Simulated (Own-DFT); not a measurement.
# Which defects push the lattice out? diamond germanium

Everything here is calculated. The program is Own-DFT (plane waves, in-house, since retired, never reviewed by a person); positions were held fixed, and spin and spin-orbit coupling were off.

Common settings: PBE; PseudoDojo norm-conserving scalar-relativistic files; cutoff 42 hartree; 5 x 5 x 5 k mesh centred on Gamma; Fermi-Dirac smearing of 0.1 eV.

Limits (not all hold for every row): not probed for a lower state with spin; k mesh not checked against a denser one; stress not checked against mesh or cutoff.

All runs share one cell, with vectors in Å (0.000, 5.658, 5.658); (5.658, 0.000, 5.658); (5.658, 5.658, 0.000) and a volume of 362.3 Å³. u is the rms random offset of the atoms per axis. The defect's site can differ from row to row.

| cell | formula | u (Å) | P (GPa) |
|---|---|---|---|
| no defect | Ge16 | 0.0183 | 3.88 |
| no defect | Ge16 | 0.0201 | 3.91 |
| no defect | Ge16 | 0.0576 | 4.56 |
| one added Ge | Ge17 | 0.0240 | 10.59 |
| one added Ge | Ge17 | 0.0290 | 10.81 |
| one added Ge | Ge17 | 0.0522 | 10.95 |
| one Ge vacancy | Ge15 | 0.0285 | 2.67 |
| one Ge vacancy | Ge15 | 0.0288 | 2.68 |
| one Ge vacancy | Ge15 | 0.0296 | ? |
| one Ge vacancy | Ge15 | 0.0325 | 2.73 |

## Fit

P = P0 + c u² + a shift for each defect gives P0 = 3.85 GPa, c = 198 ± 28 GPa/Å² and a scatter of 0.08 GPa. The shifts, and each times the cell's volume:

- one added Ge: 6.66 ± 0.07 GPa, 15.1 eV
- one Ge vacancy: -1.33 ± 0.07 GPa, -3.0 eV

Against the defect-free cell, a freed cell would be larger where the shift is positive and smaller where it is negative (160.2 GPa Å³ is 1 eV). The atoms around the defects weren't relaxed, which would change these numbers.

## Prediction

Q: what pressure belongs in the blank (one Ge vacancy, u = 0.0296 Å)?

The fit gives 2.69 ± 0.09 GPa. The run itself gave 2.52 GPa.
